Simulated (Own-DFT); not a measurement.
# How strain changes the stress of 4H SiC, 72 atoms (C36Si36)

All numbers below are calculated, not measured. They come from Own-DFT, an in-house plane-wave density functional program, since retired, whose code no person has reviewed. Each row is one single-point run on a periodic cell that was not relaxed, without spin or spin-orbit coupling.

Settings of every run: PBE; PseudoDojo norm-conserving scalar-relativistic files; cutoff 42 hartree; 4 x 4 x 3 k mesh centred on Gamma; Fermi-Dirac smearing of 0.1 eV.

Known limits: forces on such cells passed a denser k mesh, each cell not checked; stress not checked against mesh or cutoff.

Unstrained cell vectors in Å: (9.248, 0.000, 0.000); (-4.624, 8.009, 0.000); (0.000, 0.000, 10.068). The unstrained cell has measured lattice constants (interpolated for alloys), not those of this functional. That, the random moves and any unrelaxed bonds set the pressure at no strain. Each run strains this cell uniformly, with the atoms carried along. Every atom was also moved at random, by a Gaussian of width 0.05 Å on each axis. Strain is the symmetric tensor, in per cent. Stress is positive in tension, and the pressure is minus a third of its trace.

```
run  e_xx (%)  e_yy (%)  e_zz (%)  e_yz (%)  e_xz (%)  e_xy (%)  s_xx (GPa)  s_yy (GPa)  s_zz (GPa)  s_yz (GPa)  s_xz (GPa)  s_xy (GPa)  P (GPa)  E (meV/atom)
  1     -0.11     -0.46      1.00      1.88     -1.06     -1.79       -6.71       -7.68       -0.17        5.33       -3.90      -10.12     4.85          16.5
  2     -1.98     -0.14      1.81      1.97      1.39      2.00      -17.80       -7.08        3.94        7.11        4.76        9.81     6.98          25.9
  3     -0.75      1.38     -0.29     -1.94      1.33      1.12       -9.54        2.21       -7.60       -6.37        5.18        4.96     4.98           9.7
  4     -1.64      1.51     -0.90     -1.89      1.95      1.89      -12.82       -1.22       -9.34       -7.02        6.71        8.70     7.79          20.7
  5      0.50     -1.13      1.94     -1.81      0.58     -1.18       -2.90      -10.82        5.29       -6.31        1.55       -4.85     2.81          11.9
  6      0.74     -0.01      0.18      1.55     -1.78      1.84       -1.28       -4.52       -4.69        4.73       -6.04        8.64     3.50           6.0
  7     -1.46      0.25     -0.35      1.96      1.40      0.18      -12.89       -6.73       -7.51        7.35        5.00       -0.64     9.04          10.0
  8      0.93      1.75      0.67      1.02     -0.66     -1.79        1.59        5.44       -1.51        3.02       -1.82       -7.43    -1.84           0.0
  9     -1.92     -0.57     -0.11     -0.62     -1.46      0.80      -16.43      -10.00       -7.47       -2.06       -5.39        5.09    11.30           8.0
 10     -1.14     -1.60     -0.79      0.45      0.69     -0.77      -14.69      -18.76      -10.54        1.93        2.76       -3.29    14.66          41.2
 11      0.96     -1.94     -0.09     -1.76     -1.42      1.11       -2.56      -14.15       -7.28       -5.30       -4.45        3.80     7.99          19.3
 12      1.51     -1.34     -1.79      1.66     -1.98      0.17        1.84      -12.08      -17.66        5.59       -5.95        0.99     9.30          20.5
 13      0.03     -1.21     -1.56     -1.78      1.97      1.64       -6.45      -10.99      -16.71       -5.28        6.73        6.72    11.38          11.9
 14     -0.49     -1.33      0.28     -0.55      1.45      1.40       -8.83      -11.19       -5.86       -2.08        5.31        6.13     8.63           1.0
 15      0.10      0.49      0.03     -1.55      0.86     -1.64       -4.35       -0.58       -7.24       -4.34        3.58       -6.73     4.06           7.1
 16     -1.73     -1.10      1.44     -1.04      0.56     -1.27      -15.63      -13.08        2.14       -2.64        1.84       -4.61     8.86          17.4
 17      0.36     -0.81     -0.72     -1.48     -1.13      1.96           ?           ?           ?           ?           ?           ?        ?             ?
```

E is the free energy for each atom above the lowest run shown.

## Worked fit

Each stress component was fitted by least squares to a constant and the strains of the runs shown, as fractions, with shears doubled. Shear strains stay in the fit of a normal stress only where such slopes are resolved. The slopes, in GPa:

| stress | at no strain | per e_xx | per e_yy | per e_zz | scatter |
|---|---|---|---|---|---|
| s_xx | -5.5 | 568 ± 17 | 96 ± 17 | 9 ± 18 | 0.74 |
| s_yy | -5.2 | 141 ± 34 | 548 ± 33 | 56 ± 35 | 1.46 |
| s_zz | -6.2 | -12 ± 19 | 45 ± 18 | 588 ± 20 | 0.81 |

Each shear stress against twice its own strain: yz 167 ± 6, xz 175 ± 5, xy 226 ± 11 GPa. These are stiffnesses along x, y and z of the frame in which the cell vectors are given, which need not be the crystal's axes. The atoms are held to the strained lattice; where symmetry lets them move under strain, relaxing them would lower some slopes. The table should be nearly symmetric about its diagonal, and what it lacks of that shows the noise. A ninth of its sum, 226 ± 6 GPa, estimates the bulk modulus near the mean pressure of these runs, 7.1 GPa, so it lies above the value at zero pressure.

## Withheld run

Question: what normal stresses and pressure should run 17 give?

The fit gives s_xx = -4.3, s_yy = -9.5, s_zz = -10.8 and P = 8.2 GPa. The calculation gave -4.89, -8.68, -11.43 and P = 8.33 GPa.
